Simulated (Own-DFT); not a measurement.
# Biaxial strain at fixed height in wurtzite GaN, 72 atoms (Ga36N36)

The numbers are computed, not measured, by runs of the plane-wave DFT program Own-DFT (in-house, retired, unreviewed) at fixed positions, with no spin and no spin-orbit coupling.

Method: PBE; PseudoDojo norm-conserving scalar-relativistic files (stringent for Ga); cutoff 96 hartree; 4 x 4 x 3 k mesh centred on Gamma; Gaussian smearing of 0.01 eV.

Caveats: forces not confirmed at this smearing and k mesh; stress not checked against mesh or cutoff.

Unstrained cell vectors in Å: (9.567, 0.000, 0.000); (-4.784, 8.285, 0.000); (0.000, 0.000, 10.370). The unstrained cell has measured lattice constants (interpolated for alloys), not those of this functional. That, the random moves and any unrelaxed bonds set the pressure at no strain. Each run strains x and y alike by e, as a substrate would, and holds the height along z. Each coordinate of each atom was shifted by a normal deviate of width 0.05 Å. Stress is positive in tension.

```
e (%),u (Å),(s_xx + s_yy)/2 (GPa),s_zz (GPa)
-3.00,0.053,-26.00,-13.29
-2.25,0.049,-21.48,-9.69
-1.75,0.049,-18.15,-8.94
-0.75,0.049,?,?
0.50,0.047,-4.07,-6.99
1.00,0.048,-1.07,-6.72
1.25,0.052,-0.51,-5.30
1.75,0.049,1.57,-4.77
2.00,0.047,2.95,-4.11
3.00,0.049,6.94,-3.74
```

## Analysis

With e as a fraction, the in-plane stress is -7.0 + 559 e - 3086 e² GPa (errors 7 and 490, scatter 0.43), and s_zz is -7.5 + 143 e GPa (slope ± 15, scatter 0.90). At e = 0 the first slope is C11 + C12 and the second 2 C13, both with the ions held to the strained lattice and at the cell's own pressure. The term in e² is negative: the layer stiffens under compression and softens under tension. A free layer would change its height as e changes, and the in-plane slope would drop by 2 C13²/C33 to the biaxial modulus. At fixed height, a misfit of 1 % moves the in-plane stress by about 5.6 GPa and s_zz by 1.4 GPa.

## Withheld run

Question: what are the two stresses at e = -0.75 %?

From the fit: -11.3 and -8.5 GPa. The calculation gave -11.69 and -6.97 GPa.
